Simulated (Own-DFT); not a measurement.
# Strain and stress in fcc Cu, 16 atoms (Cu16)

Calculated results; nothing here was measured. They come from Own-DFT, an in-house plane-wave density functional program, since retired, whose code no person has reviewed. Each row is one single-point run on a periodic cell that was not relaxed, without spin or spin-orbit coupling.

Settings of every run: PBE; PseudoDojo norm-conserving scalar-relativistic files; cutoff 50 hartree; 7 x 7 x 5 k mesh centred on Gamma; cold (Marzari-Vanderbilt) smearing of 0.2 eV.

Known limits: forces on such cells failed a check on a denser k mesh; stress not checked against mesh or cutoff.

Unstrained cell vectors in Å: (3.615, 3.615, 0.000); (-3.615, 3.615, 0.000); (0.000, 0.000, 7.230). The unstrained cell has measured lattice constants (interpolated for alloys), not those of this functional. That, the random moves and any unrelaxed bonds set the pressure at no strain. Each run strains this cell uniformly, with the atoms carried along. Every atom was also moved at random, by a Gaussian of width 0.05 Å on each axis. Strain is the symmetric tensor, in per cent. Stress is positive in tension, and the pressure is minus a third of its trace.

| run | e_xx (%) | e_yy (%) | e_zz (%) | e_yz (%) | e_xz (%) | e_xy (%) | s_xx (GPa) | s_yy (GPa) | s_zz (GPa) | s_yz (GPa) | s_xz (GPa) | s_xy (GPa) | P (GPa) | E (meV/atom) |
|---|---|---|---|---|---|---|---|---|---|---|---|---|---|---|
| 1 | 0.93 | -0.33 | -0.99 | 0.72 | -1.25 | -0.82 | -3.67 | -4.16 | -4.13 | 1.20 | -2.46 | -1.79 | 3.99 | 19.3 |
| 2 | -0.11 | -0.24 | -1.21 | -1.85 | -1.77 | 1.62 | -5.86 | -6.08 | -6.40 | -3.66 | -3.56 | 2.38 | 6.11 | 26.7 |
| 3 | -0.82 | 1.90 | 0.79 | 0.19 | 1.63 | 0.97 | -1.36 | 0.71 | 0.33 | 0.12 | 2.99 | 1.21 | 0.10 | 5.9 |
| 4 | -1.44 | 0.49 | 1.21 | -1.82 | -1.34 | -1.15 | -3.98 | -3.06 | -2.67 | -2.45 | -2.21 | -1.88 | 3.24 | 22.1 |
| 5 | 1.30 | 0.47 | -0.28 | 1.28 | 0.71 | 1.79 | -0.11 | -1.14 | -0.64 | 2.40 | 1.08 | 3.03 | 0.63 | 5.9 |
| 6 | 1.60 | -1.56 | -1.23 | -0.20 | -1.42 | 1.13 | -4.16 | -6.49 | -5.76 | -0.89 | -2.27 | 2.09 | 5.47 | 24.9 |
| 7 | -0.72 | -1.56 | -0.24 | 1.40 | 1.92 | -0.53 | -7.48 | -8.00 | -7.02 | 2.46 | 3.39 | -0.95 | 7.50 | 25.1 |
| 8 | 0.81 | -1.34 | -1.88 | -0.02 | -0.04 | 0.31 | -5.16 | -7.21 | -6.59 | -0.32 | -0.07 | 0.35 | 6.32 | 4.7 |
| 9 | 1.09 | 0.31 | 1.35 | 1.01 | 1.80 | -0.49 | 0.79 | 0.71 | 1.51 | 1.78 | 2.63 | -0.96 | -1.00 | 8.8 |
| 10 | -0.62 | 1.79 | 1.85 | 0.46 | 0.60 | 0.78 | 0.68 | 2.56 | 2.27 | 0.55 | 0.97 | 1.19 | -1.84 | 0.0 |
| 11 | 1.64 | -0.86 | -1.70 | -0.05 | 1.59 | -0.16 | -3.57 | -5.05 | -5.02 | 0.14 | 2.80 | -0.16 | 4.55 | 13.6 |
| 12 | -1.05 | -0.79 | 0.64 | 1.26 | 1.18 | -0.11 | -5.39 | -5.28 | -4.37 | 2.44 | 2.31 | 0.19 | 5.01 | 16.4 |
| 13 | -0.53 | 0.87 | 0.86 | 1.16 | -1.00 | 0.91 | -2.06 | -0.93 | -0.83 | 1.79 | -1.81 | 1.63 | 1.27 | 11.0 |
| 14 | -0.01 | -1.09 | 0.69 | -1.92 | 0.28 | 0.92 | -3.36 | -4.35 | -2.77 | -3.34 | 0.36 | 1.64 | 3.49 | 8.9 |
| 15 | -1.71 | 1.48 | 1.55 | 1.38 | 1.19 | -1.04 | ? | ? | ? | ? | ? | ? | ? | ? |

E is the free energy for each atom above the lowest run shown.

## Worked fit

Each stress component was fitted by least squares to a constant and the strains of the runs shown, as fractions, with shears doubled. Shear strains stay in the fit of a normal stress only where such slopes are resolved. The slopes, in GPa:

```
stress,at no strain,per e_xx,per e_yy,per e_zz,scatter
s_xx,-3.3,198 ± 15,132 ± 14,137 ± 15,0.43
s_yy,-3.3,140 ± 11,208 ± 11,145 ± 12,0.33
s_zz,-3.0,154 ± 15,147 ± 14,192 ± 16,0.44
```

Each shear stress against twice its own strain: yz 84 ± 4, xz 88 ± 3, xy 87 ± 4 GPa. These are stiffnesses along x, y and z of the frame in which the cell vectors are given, which need not be the crystal's axes. The atoms are held to the strained lattice; where symmetry lets them move under strain, relaxing them would lower some slopes. The table should be nearly symmetric about its diagonal, and what it lacks of that shows the noise. A ninth of its sum, 161 ± 5 GPa, estimates the bulk modulus near the mean pressure of these runs, 3.2 GPa, so it lies above the value at zero pressure.

## Withheld run

Question: what normal stresses and pressure should run 15 give?

The fit gives s_xx = -2.6, s_yy = -0.4, s_zz = -0.5 and P = 1.2 GPa. The calculation gave -2.63, -0.42, -0.04 and P = 1.03 GPa.
